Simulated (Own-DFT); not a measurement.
# Strain and stress in diamond-structure SiGeSn with randomly placed atoms, 64 atoms (Ge40Si16Sn8)

These are calculations, not measurements. They come from Own-DFT, an in-house plane-wave density functional program, since retired, whose code no person has reviewed. Each row is one single-point run on a periodic cell that was not relaxed, without spin or spin-orbit coupling.

Settings of every run: PBEsol; PseudoDojo norm-conserving scalar-relativistic files, made for PBE; cutoff 49 hartree; 3 x 3 x 3 k mesh centred on Gamma; Fermi-Dirac smearing of 0.1 eV.

Known limits: forces on such cells moved up to 12 meV/angstrom on a denser k mesh; stress not checked against mesh or cutoff.

Unstrained cell vectors in Å: (11.410, 0.000, 0.000); (0.000, 11.410, 0.000); (0.000, 0.000, 11.410). The unstrained cell has measured lattice constants (interpolated for alloys), not those of this functional. That, the random moves and any unrelaxed bonds set the pressure at no strain. Each run strains this cell uniformly, with the atoms carried along. Every atom was also moved at random, by a Gaussian of width 0.05 Å on each axis. The random placing of the alloy's atoms differs from row to row. Strain is the symmetric tensor, in per cent. Stress is positive in tension, and the pressure is minus a third of its trace.

```
run,e_xx (%),e_yy (%),e_zz (%),s_xx (GPa),s_yy (GPa),s_zz (GPa),P (GPa),E (meV/atom)
1,-2.00,-2.00,0.00,-5.91,-5.82,-4.70,5.47,37.2
2,2.75,2.75,0.00,2.06,2.16,0.55,-1.59,5.6
3,1.00,1.00,0.00,-0.42,-0.45,-1.04,0.64,6.5
4,0.25,0.25,0.00,-1.56,-1.52,-1.64,1.57,0.0
5,2.50,2.50,0.00,1.76,1.74,0.33,-1.28,3.8
6,-0.25,-0.25,0.00,-2.45,-2.55,-2.35,2.45,13.0
7,-3.00,-3.00,0.00,-7.91,-7.97,-5.82,7.23,44.2
8,0.75,0.75,0.00,-0.96,-0.86,-1.32,1.04,11.9
9,-1.00,-1.00,0.00,?,?,?,?,?
```

E is the free energy for each atom above the lowest run shown.

## Worked fit

The change of volume is close to e_xx + e_yy + e_zz. A straight line through the runs shown gives P = 2.35 - 77 x (fractional change of volume) GPa, with an error of 3 on the slope and a scatter of 0.31 GPa. The strain isn't the same on all axes, but the crystal is cubic, so the slope still estimates the bulk modulus, averaged over pressures from -1.6 to 7.2 GPa.

## Withheld run

Question: what pressure should run 9 give? Its volume changes by -1.99 %.

The line gives 3.9 GPa. The calculation gave 4.06 GPa.
